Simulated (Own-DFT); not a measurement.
# Misfit strain and the stress it brings: wurtzite AlGaN with randomly placed atoms, 72 atoms (Al9Ga27N36)

Source: density functional calculations with Own-DFT, an unreviewed in-house program that is no longer used. Nothing was measured or relaxed, and spin and spin-orbit coupling are left out.

Method: PBE; PseudoDojo norm-conserving scalar-relativistic files (stringent for Ga); cutoff 96 hartree; 4 x 4 x 3 k mesh centred on Gamma; Gaussian smearing of 0.01 eV.

Known weak points: forces on such cells passed a denser k mesh, each cell not checked; stress not checked against mesh or cutoff.

Unstrained cell vectors in Å: (9.509, 0.000, 0.000); (-4.755, 8.235, 0.000); (0.000, 0.000, 10.268). The unstrained cell has measured lattice constants (interpolated for alloys), not those of this functional. That, the random moves and any unrelaxed bonds set the pressure at no strain. Each run strains x and y alike by e, as a substrate would, and holds the height along z. All atoms carry random offsets, Gaussian with a width of 0.05 Å per axis. The random placing of the alloy's atoms differs from row to row. Stress is positive in tension.

| e (%) | u (Å) | (s_xx + s_yy)/2 (GPa) | s_zz (GPa) |
|---|---|---|---|
| -2.75 | 0.051 | -24.09 | -11.88 |
| -1.75 | 0.045 | -17.52 | -9.58 |
| -1.00 | 0.048 | ? | ? |
| -0.75 | 0.049 | -11.04 | -7.38 |
| -0.25 | 0.048 | -8.04 | -7.98 |
| 0.75 | 0.050 | -2.85 | -6.52 |
| 1.25 | 0.049 | -0.09 | -5.82 |
| 1.75 | 0.051 | 2.28 | -5.29 |
| 2.75 | 0.052 | 5.45 | -2.77 |
| 3.00 | 0.050 | 6.89 | -2.97 |

## Worked fit

With e as a fraction, the in-plane stress is -6.6 + 548 e - 3386 e² GPa (errors 5 and 306, scatter 0.29), and s_zz is -7.3 + 147 e GPa (slope ± 10, scatter 0.57). At e = 0 the first slope is C11 + C12 and the second 2 C13, both with the ions held to the strained lattice and at the cell's own pressure. The term in e² is negative: the layer stiffens under compression and softens under tension. A free layer would change its height as e changes, and the in-plane slope would drop by 2 C13²/C33 to the biaxial modulus. At fixed height, a misfit of 1 % moves the in-plane stress by about 5.5 GPa and s_zz by 1.5 GPa.

## Check

Question: what are the two stresses at e = -1.00 %?

The fitted form gives -12.5 and -8.8 GPa. DFT gave -11.45 and -10.25 GPa. That is outside the usual scatter, by luck or through something left out of the fit.
